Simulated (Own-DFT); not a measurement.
# Point defects and the pressure they add: zincblende GaAs

The numbers are computed, not measured, by runs of the plane-wave DFT program Own-DFT (in-house, retired, unreviewed) at fixed positions, with no spin and no spin-orbit coupling.

All runs used: PBE; PseudoDojo norm-conserving scalar-relativistic files; cutoff 42 hartree; 3 x 3 x 3 k mesh centred on Gamma; Fermi-Dirac smearing of 0.1 eV.

Known weak points (not all hold for every row): not probed for a lower state with spin; forces on such cells failed a check on a denser k mesh; forces not confirmed at this smearing and k mesh; forces on such cells passed a denser k mesh, each cell not checked; stress not checked against mesh or cutoff.

All runs share one cell, with vectors in Å (11.307, 0.000, 0.000); (0.000, 11.307, 0.000); (0.000, 0.000, 11.307) and a volume of 1445.4 Å³. The atoms are randomly displaced, by u rms on each axis. The defect's site can differ from row to row.

```
                                        cell     formula   u (Å)  P (GPa)
                                   no defect    As32Ga32  0.0186     3.51
                                   no defect    As32Ga32  0.0495     3.97
                                   no defect    As32Ga32  0.0511     3.97
                            two As vacancies    As30Ga32  0.0299     3.22
                            two As vacancies    As30Ga32  0.0476     3.47
                            two As vacancies    As30Ga32  0.0476     3.43
                         one In on a Ga site  As32Ga31In  0.0299     4.28
                         one In on a Ga site  As32Ga31In  0.0304     4.26
                         one In on a Ga site  As32Ga31In  0.0503     4.64
one As on a Ga site and one Ga on an As site    As32Ga32  0.0273     3.85
one As on a Ga site and one Ga on an As site    As32Ga32  0.0320     3.97
one As on a Ga site and one Ga on an As site    As32Ga32  0.0503     4.20
                            two Ga vacancies    As32Ga30  0.0280     2.97
                            two Ga vacancies    As32Ga30  0.0288        ?
                            two Ga vacancies    As32Ga30  0.0307     3.07
                            two Ga vacancies    As32Ga30  0.0323     2.97
```

## Working it out

P = P0 + c u² + a shift for each defect gives P0 = 3.46 GPa, c = 200 ± 15 GPa/Å² and a scatter of 0.04 GPa. The shifts, and each times the cell's volume:

- one In on a Ga site: 0.65 ± 0.03 GPa, 5.8 eV
- one As on a Ga site and one Ga on an As site: 0.26 ± 0.03 GPa, 2.4 eV
- two As vacancies: -0.44 ± 0.03 GPa, -4.0 eV (-2.0 eV for each of its 2 sites)
- two Ga vacancies: -0.64 ± 0.04 GPa, -5.7 eV (-2.9 eV for each of its 2 sites)

Against the defect-free cell, a freed cell would be larger where the shift is positive and smaller where it is negative (160.2 GPa Å³ is 1 eV). The atoms around the defects weren't relaxed, which would change these numbers.

## Test on the hidden row

Question: what pressure belongs in the blank (two Ga vacancies, u = 0.0288 Å)?

The fit gives 2.99 ± 0.05 GPa. The calculation gave 2.91 GPa.
